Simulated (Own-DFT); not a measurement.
## Calculated data, Si₄₇N₆₄ (beta silicon nitride with one vacancy, atoms displaced)

All values are calculated (Own-DFT development build). A calculation, not a measurement: plane-wave PBE density functional theory by an unreviewed code, no spin, of a simulated periodic cell, stress positive in tension, free energy of the whole cell less one offset for each atom, defect cell not probed for a lower state with spin; forces on such cells moved up to 12 meV/angstrom on a denser k mesh; offsets are fitted by least squares, one for each functional and potential file, so energies compare only between cells with the same atoms and settings and are not formation energies; the far tail of each file's local potential was reset to the Coulomb form; each entry is a single point on an unrelaxed cell, so the pressure reflects the starting lattice, mostly measured values (interpolated for alloys), from which strain is counted, and rises with the displacements; printed positions are rounded, which can move forces by about a meV/angstrom; the program, named Own-DFT, is a retired in-house code; no spin-orbit coupling; before rounding, a Quantum ESPRESSO 7.3.1 run of the same cell and cutoff gave forces within 1 meV/angstrom rms on each cell, which checks the program and not the settings.

Settings shared by all entries: functional PBE; potential files PseudoDojo norm-conserving, scalar-relativistic, standard set; wave cutoff 42 hartree; occupations Fermi-Dirac; smearing width 0.1 eV; k mesh 2 x 2 x 4 centred on Gamma.

(1) 
```cif
# cell vector a (Å): 15.2120 0.0000 0.0000
# cell vector b (Å): -7.6060 13.1740 0.0000
# cell vector c (Å): 0.0000 0.0000 5.8180
data_Si47N64
_symmetry_space_group_name_H-M 'P 1'
_symmetry_Int_Tables_number 1
_cell_length_a 15.2120
_cell_length_b 15.2120
_cell_length_c 5.8180
_cell_angle_alpha 90.000
_cell_angle_beta 90.000
_cell_angle_gamma 120.000
_cell_volume 1165.94
loop_
_atom_site_label
_atom_site_type_symbol
_atom_site_fract_x
_atom_site_fract_y
_atom_site_fract_z
_atom_site_occupancy
Si1 Si 0.08790 0.38260 0.13544 1
Si2 Si 0.11318 0.19542 0.12745 1
Si3 Si 0.29802 0.41048 0.11769 1
Si4 Si 0.40852 0.10941 0.37690 1
Si5 Si 0.38553 0.29787 0.37944 1
Si6 Si 0.20227 0.08204 0.38809 1
N1 N 0.16322 0.01429 0.14316 1
N2 N 0.47927 0.15014 0.12521 1
N3 N 0.35427 0.33416 0.12417 1
N4 N 0.33339 0.48502 0.38047 1
N5 N 0.01451 0.35466 0.37657 1
N6 N 0.14585 0.16223 0.36696 1
N7 N 0.16756 0.33508 0.09734 1
N8 N 0.33613 0.16918 0.38029 1
Si7 Si 0.09053 0.38622 0.61432 1
Si8 Si 0.11132 0.20360 0.63242 1
Si9 Si 0.29891 0.41886 0.61255 1
Si10 Si 0.40539 0.10292 0.87521 1
Si11 Si 0.38801 0.30449 0.85182 1
Si12 Si 0.19768 0.08858 0.86648 1
N9 N 0.16914 0.02159 0.62135 1
N10 N 0.48502 0.15063 0.62881 1
N11 N 0.34787 0.33731 0.62356 1
N12 N 0.33689 0.48911 0.87181 1
N13 N 0.01282 0.35042 0.86822 1
N14 N 0.15059 0.16525 0.86848 1
N15 N 0.16416 0.33932 0.62745 1
N16 N 0.33280 0.16451 0.86971 1
Si13 Si 0.09063 0.87998 0.12436 1
Si14 Si 0.11030 0.70288 0.11910 1
Si15 Si 0.30509 0.92271 0.13482 1
Si16 Si 0.41171 0.61498 0.37637 1
Si17 Si 0.37866 0.79782 0.37229 1
Si18 Si 0.20169 0.58032 0.37685 1
N17 N 0.16780 0.51624 0.11024 1
N18 N 0.47688 0.65037 0.12382 1
N19 N 0.34510 0.83541 0.13577 1
N20 N 0.33040 0.98140 0.36040 1
N21 N 0.01581 0.84889 0.36171 1
N22 N 0.15095 0.66458 0.38059 1
N23 N 0.16732 0.83867 0.12202 1
N24 N 0.33906 0.66822 0.37279 1
Si19 Si 0.09426 0.88469 0.60215 1
Si20 Si 0.11104 0.69689 0.62324 1
Si21 Si 0.29880 0.90529 0.63524 1
Si22 Si 0.41478 0.61570 0.86779 1
Si23 Si 0.38177 0.79733 0.87076 1
Si24 Si 0.20891 0.59407 0.88866 1
N25 N 0.17286 0.51450 0.61401 1
N26 N 0.48808 0.65225 0.62745 1
N27 N 0.35101 0.83545 0.62834 1
N28 N 0.33070 0.98067 0.88042 1
N29 N 0.01557 0.84504 0.87437 1
N30 N 0.15541 0.66906 0.88010 1
N31 N 0.16793 0.83672 0.62810 1
N32 N 0.33672 0.67327 0.87597 1
Si25 Si 0.58550 0.38388 0.13469 1
Si26 Si 0.61341 0.20026 0.12697 1
Si27 Si 0.79948 0.41436 0.12889 1
Si28 Si 0.90812 0.10811 0.37028 1
Si29 Si 0.88793 0.29631 0.38017 1
Si30 Si 0.69944 0.08328 0.35698 1
N33 N 0.66262 0.01102 0.12974 1
N34 N 0.98168 0.15345 0.12463 1
N35 N 0.84552 0.33805 0.12659 1
N36 N 0.83383 0.48108 0.38730 1
N37 N 0.51829 0.35108 0.37518 1
N38 N 0.65117 0.16905 0.38886 1
N39 N 0.66631 0.33648 0.12107 1
N40 N 0.83320 0.16563 0.38084 1
Si31 Si 0.58437 0.38785 0.63355 1
Si32 Si 0.61256 0.20111 0.60712 1
Si33 Si 0.79908 0.40811 0.63482 1
Si34 Si 0.91757 0.11259 0.88462 1
Si35 Si 0.88412 0.30238 0.86966 1
Si36 Si 0.70992 0.08845 0.88479 1
N41 N 0.66853 0.01350 0.62509 1
N42 N 0.98096 0.14346 0.62039 1
N43 N 0.85399 0.33645 0.61011 1
N44 N 0.82938 0.48895 0.87958 1
N45 N 0.51784 0.35078 0.87573 1
N46 N 0.65274 0.16819 0.87234 1
N47 N 0.67156 0.33739 0.62585 1
N48 N 0.82936 0.16724 0.89165 1
Si37 Si 0.59295 0.89089 0.12575 1
Si38 Si 0.61369 0.70592 0.13793 1
Si39 Si 0.79482 0.91806 0.12272 1
Si40 Si 0.90806 0.61476 0.36982 1
Si41 Si 0.88387 0.79738 0.39168 1
Si42 Si 0.70315 0.59297 0.37630 1
N49 N 0.66725 0.52154 0.11965 1
N50 N 0.98336 0.64972 0.12343 1
N51 N 0.84993 0.82793 0.12915 1
N52 N 0.83386 0.98991 0.38799 1
N53 N 0.51986 0.84936 0.37484 1
N54 N 0.64292 0.65847 0.36765 1
N55 N 0.67337 0.83871 0.11721 1
N56 N 0.83914 0.66981 0.37951 1
Si43 Si 0.58590 0.88376 0.62587 1
Si44 Si 0.61597 0.70347 0.61770 1
Si45 Si 0.79578 0.90610 0.62014 1
Si46 Si 0.91261 0.61566 0.87348 1
Si47 Si 0.88262 0.79532 0.87508 1
N57 N 0.67121 0.52465 0.63257 1
N58 N 0.97772 0.64793 0.61770 1
N59 N 0.85203 0.83183 0.62202 1
N60 N 0.83757 0.98422 0.86604 1
N61 N 0.51437 0.84489 0.87513 1
N62 N 0.65548 0.66585 0.87504 1
N63 N 0.67197 0.83732 0.62102 1
N64 N 0.83106 0.66378 0.86738 1
_calc_free_energy_of_cell_above_offsets '4.659'  # eV
_calc_pressure 7.82  # GPa
_calc_stress_xx -8.39  # GPa
_calc_stress_yy -6.88  # GPa
_calc_stress_zz -8.18  # GPa
_calc_stress_yz 0.54  # GPa
_calc_stress_xz 0.55  # GPa
_calc_stress_xy 0.77  # GPa
```

Force:
```tsv
element	x (eV/Å)	y (eV/Å)	z (eV/Å)
Si	-0.815	0.498	-3.686
Si	-1.034	2.586	-1.34
Si	0.145	0.652	0.198
Si	-0.046	2.806	0.329
Si	0.729	-0.376	-1.346
Si	-0.174	4.702	-4.657
N	-0.014	-0.033	-3.2
N	1.511	-0.706	0.074
N	-1.262	0.931	-0.855
N	0.273	0.814	-3.705
N	1.645	0.29	-0.669
N	0.78	-0.067	3.041
N	0.62	-1.941	1.557
N	-0.796	-1.457	0.162
Si	-3.542	0.892	2.679
Si	0.447	0.821	-2.484
Si	-1.126	-1.987	3.718
Si	-0.225	6.076	-0.319
Si	1.836	-3.214	4.517
Si	3.867	-0.754	3.267
N	-0.362	-4.798	2.999
N	-1.242	-1.919	-0.589
N	-0.595	0.504	-1.86
N	0.11	-1.786	-0.254
N	1.115	0.711	0.695
N	-2.26	0.934	0.787
N	4.459	-3.028	-0.622
N	-0.89	0.491	-0.205
Si	-4.825	2.339	-1.417
Si	2.045	1.368	1.631
Si	-1.985	-6.758	-4.783
Si	1.027	0.569	0.143
Si	3.858	-1.461	0.229
Si	0.273	3.395	-2.034
N	-0.165	-1.414	3.049
N	2.923	0.961	0.528
N	0.842	0.229	-2.374
N	0.43	3.102	8.292
N	0.078	0.075	2.09
N	-0.02	-0.242	-1.46
N	5.18	-2.689	0.223
N	-3.548	0.107	0.357
Si	-4.24	0.404	2.365
Si	-0.879	1.068	0.373
Si	-4.062	2.329	-1.361
Si	-0.815	1.528	0.908
Si	1.797	0.828	2.751
Si	0.456	-1.007	-3.333
N	-0.676	0.371	3.096
N	-1.198	-0.628	-1.358
N	1.219	-0.495	-0.824
N	0.636	-1.465	-1.815
N	0.313	1.11	-1.585
N	-1.618	0.279	-0.893
N	3.263	-2.54	-0.217
N	0.442	-2.138	-0.305
Si	1.618	3.041	-2.233
Si	-0.583	1.79	-1.16
Si	-3.226	1.603	0.161
Si	-0.305	5.185	1.298
Si	-2.221	-0.876	-2.772
Si	0.669	2.689	5.812
N	0.289	3.481	-2.266
N	2.354	0.187	1.47
N	4.126	-2.385	-0.247
N	0.205	1.586	-1.226
N	-2.383	-1.021	2.087
N	2.717	-2.613	-5.721
N	0.602	-1.718	0.386
N	-0.331	-0.303	-0.573
Si	3.908	2.645	-1.107
Si	-0.91	2.805	6.231
Si	-1.903	2.753	-0.204
Si	-3.682	0.696	-3.328
Si	0.178	-1.442	1.38
Si	-3.84	-0.903	-2.987
N	-0.61	0.85	0.047
N	0.514	0.796	0.896
N	-0.057	-0.234	2.543
N	1.774	-2.372	-0.111
N	-1.966	-0.507	0.574
N	0.048	-1.071	0.483
N	-2.112	-2.131	-0.068
N	4.411	1.797	-0.269
Si	-1.184	-6.055	-0.367
Si	0.708	-1.467	-4.294
Si	4.373	-0.718	0.542
Si	1.308	-2.056	0.376
Si	2.774	-0.787	-5.032
Si	2.316	-1.788	-0.468
N	0.015	-1.375	1.681
N	0.004	-0.352	0.043
N	-2.617	2.486	0.734
N	0.064	-5.672	-2.076
N	-2.274	-0.325	-0.566
N	-1.745	2.18	1.341
N	-3.081	-1.678	0.562
N	-3.156	-0.081	-0.084
Si	1.125	0.44	0.154
Si	1.964	-0.606	2.612
Si	0.923	2.249	0.649
Si	-2.077	-0.22	-0.398
Si	1.191	-1.559	1.198
N	-0.533	-1.724	-1.192
N	3.17	0.981	0.776
N	-2.487	1.923	2.259
N	0.026	-0.321	1.149
N	-0.326	1.038	0.631
N	-2.105	1.555	0.257
N	-1.906	-2.441	-0.219
N	0.344	1.181	0.124
```

(2) 
```cif
# cell vector a (Å): 15.2120 0.0000 0.0000
# cell vector b (Å): -7.6060 13.1740 0.0000
# cell vector c (Å): 0.0000 0.0000 5.8180
data_Si47N64
_symmetry_space_group_name_H-M 'P 1'
_symmetry_Int_Tables_number 1
_cell_length_a 15.2120
_cell_length_b 15.2120
_cell_length_c 5.8180
_cell_angle_alpha 90.000
_cell_angle_beta 90.000
_cell_angle_gamma 120.000
_cell_volume 1165.94
loop_
_atom_site_label
_atom_site_type_symbol
_atom_site_fract_x
_atom_site_fract_y
_atom_site_fract_z
_atom_site_occupancy
Si1 Si 0.07937 0.38266 0.12149 1
Si2 Si 0.10923 0.20152 0.12487 1
Si3 Si 0.29949 0.41260 0.12910 1
Si4 Si 0.40889 0.11236 0.37515 1
Si5 Si 0.38639 0.28930 0.38902 1
Si6 Si 0.19549 0.08340 0.36779 1
N1 N 0.17452 0.02044 0.14005 1
N2 N 0.48298 0.15181 0.11781 1
N3 N 0.35027 0.33664 0.11418 1
N4 N 0.33499 0.48604 0.36638 1
N5 N 0.01138 0.35319 0.36688 1
N6 N 0.14865 0.16499 0.38544 1
N7 N 0.16648 0.32763 0.12054 1
N8 N 0.33518 0.16700 0.37946 1
Si7 Si 0.11942 0.20002 0.62470 1
Si8 Si 0.29781 0.41160 0.62929 1
Si9 Si 0.41284 0.12008 0.86568 1
Si10 Si 0.38607 0.29794 0.86427 1
Si11 Si 0.20345 0.08671 0.86684 1
N9 N 0.16740 0.01851 0.62377 1
N10 N 0.48403 0.14578 0.62186 1
N11 N 0.34666 0.33183 0.62982 1
N12 N 0.32765 0.47919 0.87360 1
N13 N 0.00496 0.34328 0.87092 1
N14 N 0.14962 0.16573 0.87805 1
N15 N 0.15918 0.32535 0.64294 1
N16 N 0.32813 0.16760 0.87888 1
Si12 Si 0.08319 0.88069 0.12595 1
Si13 Si 0.11158 0.69888 0.12427 1
Si14 Si 0.29926 0.91687 0.10901 1
Si15 Si 0.41503 0.61699 0.35466 1
Si16 Si 0.38882 0.80347 0.37607 1
Si17 Si 0.19850 0.58888 0.36674 1
N17 N 0.16612 0.51581 0.12016 1
N18 N 0.49209 0.64605 0.12197 1
N19 N 0.35709 0.83774 0.13652 1
N20 N 0.32276 0.97707 0.37032 1
N21 N 0.02223 0.86086 0.36746 1
N22 N 0.14816 0.66218 0.36793 1
N23 N 0.16649 0.83225 0.11511 1
N24 N 0.33779 0.67453 0.37693 1
Si18 Si 0.07994 0.88593 0.62668 1
Si19 Si 0.11497 0.70268 0.61158 1
Si20 Si 0.29869 0.91582 0.62618 1
Si21 Si 0.41400 0.61419 0.89025 1
Si22 Si 0.38887 0.79515 0.87411 1
Si23 Si 0.20006 0.59334 0.86525 1
N25 N 0.16541 0.50777 0.61911 1
N26 N 0.48061 0.64787 0.61705 1
N27 N 0.35044 0.83843 0.62300 1
N28 N 0.33322 0.98687 0.85940 1
N29 N 0.01752 0.85354 0.88139 1
N30 N 0.15366 0.66985 0.88618 1
N31 N 0.17045 0.83449 0.63195 1
N32 N 0.33003 0.66118 0.87305 1
Si24 Si 0.58475 0.38220 0.11906 1
Si25 Si 0.61482 0.20232 0.11366 1
Si26 Si 0.80246 0.41719 0.12915 1
Si27 Si 0.91145 0.11498 0.39663 1
Si28 Si 0.88500 0.29696 0.37069 1
Si29 Si 0.69501 0.07848 0.38530 1
N33 N 0.66798 0.01752 0.13922 1
N34 N 0.98318 0.15033 0.13250 1
N35 N 0.85211 0.33332 0.12571 1
N36 N 0.83778 0.49281 0.36977 1
N37 N 0.51058 0.34828 0.38747 1
N38 N 0.64657 0.16145 0.39651 1
N39 N 0.66941 0.34002 0.11758 1
N40 N 0.82872 0.16560 0.38929 1
Si30 Si 0.58677 0.38338 0.62690 1
Si31 Si 0.61848 0.20126 0.62233 1
Si32 Si 0.80081 0.41166 0.63432 1
Si33 Si 0.91592 0.11064 0.87099 1
Si34 Si 0.88099 0.29882 0.89027 1
Si35 Si 0.70316 0.09272 0.86631 1
N41 N 0.66883 0.01554 0.61458 1
N42 N 0.97980 0.14610 0.62876 1
N43 N 0.85070 0.33699 0.62693 1
N44 N 0.83592 0.49149 0.88173 1
N45 N 0.51350 0.34837 0.87752 1
N46 N 0.65495 0.16534 0.87544 1
N47 N 0.66534 0.33660 0.62906 1
N48 N 0.83057 0.16784 0.87594 1
Si36 Si 0.58510 0.88428 0.12222 1
Si37 Si 0.61790 0.70369 0.12259 1
Si38 Si 0.79434 0.91586 0.11531 1
Si39 Si 0.91321 0.61915 0.36691 1
Si40 Si 0.88001 0.79616 0.36696 1
Si41 Si 0.70682 0.58957 0.37257 1
N49 N 0.66664 0.51664 0.11934 1
N50 N 0.97931 0.65440 0.12262 1
N51 N 0.84890 0.83642 0.11817 1
N52 N 0.83380 0.98451 0.37644 1
N53 N 0.52048 0.84755 0.37754 1
N54 N 0.64967 0.66384 0.38068 1
N55 N 0.66991 0.84012 0.13487 1
N56 N 0.83150 0.66539 0.36932 1
Si42 Si 0.58810 0.88710 0.62886 1
Si43 Si 0.61846 0.70688 0.61061 1
Si44 Si 0.79175 0.90954 0.61882 1
Si45 Si 0.91101 0.61001 0.87546 1
Si46 Si 0.88571 0.79864 0.87839 1
Si47 Si 0.70629 0.59000 0.87736 1
N57 N 0.66653 0.51326 0.62898 1
N58 N 0.98320 0.65214 0.63771 1
N59 N 0.85181 0.83182 0.62604 1
N60 N 0.82564 0.97821 0.87456 1
N61 N 0.52316 0.85601 0.88350 1
N62 N 0.64978 0.66287 0.86545 1
N63 N 0.66458 0.83666 0.63663 1
N64 N 0.83861 0.66809 0.89440 1
_calc_free_energy_of_cell_above_offsets '2.545'  # eV
_calc_pressure 7.88  # GPa
_calc_stress_xx -8.03  # GPa
_calc_stress_yy -6.35  # GPa
_calc_stress_zz -9.26  # GPa
_calc_stress_yz -1.28  # GPa
_calc_stress_xz 1.08  # GPa
_calc_stress_xy 0.39  # GPa
```

Force:
```tsv
element	x (eV/Å)	y (eV/Å)	z (eV/Å)
Si	1.857	0.789	-1.131
Si	2.326	-0.501	0.48
Si	-1.125	-1.332	-1.177
Si	0.507	-0.733	-0.64
Si	-4.315	2.913	-2.227
Si	1.486	3.509	3.598
N	-0.729	-4.018	-5.877
N	0.696	-0.293	0.485
N	2.277	-1.355	1.798
N	0.147	-0.144	1.425
N	0.706	-0.128	-0.423
N	0.538	-0.959	-3.27
N	-1.772	2.625	0.406
N	-1.088	-3.052	0.041
Si	-3.233	0.636	1.874
Si	-2.796	-0.484	-1.45
Si	-1.043	-0.468	0.588
Si	-1.766	-0.177	2.938
Si	-1.272	0.412	2.578
N	-0.593	-2.013	-0.141
N	0.437	0.49	-0.172
N	0.829	0	-1.888
N	0.935	2.646	1.206
N	2.163	1.192	1.875
N	0.356	-1.526	0.61
N	1.918	2.067	-0.472
N	2.978	0.411	-0.562
Si	3.955	2.549	-0.788
Si	-1.11	1.973	-0.174
Si	-0.184	-2.271	1.281
Si	-1.757	-0.156	3.78
Si	0.976	-0.955	1.491
Si	3.998	-2.966	1.348
N	-0.492	0.36	-0.757
N	-2.111	-0.264	-0.323
N	-1.631	1.421	-3.836
N	1.21	3.287	-0.636
N	-3.883	-2.551	1.963
N	-2.598	1.482	0.475
N	-0.217	-0.265	0.294
N	-0.163	-2.036	-0.856
Si	4.151	0.711	-0.035
Si	-0.257	1.128	2.644
Si	-0.721	-1.917	-1.734
Si	-0.798	-1.658	-4.346
Si	-1.67	0.285	0.392
Si	2.211	-5.082	-0.139
N	-0.48	2.955	-0.032
N	1.478	0.719	0.962
N	2.027	-0.654	1.336
N	0.336	1.681	2.27
N	-1.728	-0.27	-1.001
N	-1.858	0.532	-2.659
N	-2.616	-0.68	-0.558
N	1.446	2.41	0.533
Si	-0.289	1.503	1.984
Si	-0.044	1.157	2.665
Si	-0.8	-0.572	0.131
Si	-1.953	0.211	-3.577
Si	0.551	-0.725	2.437
Si	1.008	5.243	-3.24
N	-0.923	-1.361	-3.73
N	-1.314	-1.498	-0.082
N	-4.704	2.301	2.073
N	0.489	-2.893	1.519
N	3.027	1.415	-1.672
N	0.918	-0.613	-5.452
N	1.286	-2.468	0.339
N	0.472	-0.406	-0.301
Si	-0.54	1.035	0.199
Si	-2.953	2.47	2.39
Si	-2.645	1.858	-1.352
Si	-3.336	0.757	2.411
Si	2.103	-1.866	-4.526
Si	3.829	-3.466	1.854
N	-0.718	-2.183	5.447
N	3.467	0.768	0.702
N	0.317	-0.634	0.137
N	0.371	-5.703	-0.614
N	0.511	-0.057	-0.963
N	-3.907	2.004	-0.182
N	2.763	-1.881	-0.123
N	1.772	-0.889	0.069
Si	2.702	2.306	3.291
Si	2.334	1.581	-0.565
Si	1.372	-0.63	3.048
Si	-0.044	0.103	2.437
Si	1.214	0.441	0.362
Si	-1.384	-2.766	0.715
N	-0.528	-0.78	1.283
N	3.171	0.865	0.094
N	-0.408	0.285	0.787
N	0.195	-0.423	-0.398
N	-1.756	-0.066	0.278
N	0.52	0.468	-2.33
N	-0.948	-3.552	-0.273
N	0.856	2.37	0.459
Si	0.323	-0.213	-0.724
Si	-2.052	-1.114	2.967
Si	1.586	0.468	0.365
Si	-0.723	4.713	0.19
Si	0.284	-1.33	-0.245
Si	0.603	-0.568	-0.978
N	-0.055	1.416	-0.737
N	1.105	0.381	-3.008
N	-1.629	1.088	-0.696
N	0.958	2.999	-2.322
N	-3.133	-1.76	-2.788
N	-1.002	1.449	0.499
N	1.275	-1.827	-0.537
N	-1.531	0.312	-1.082
```
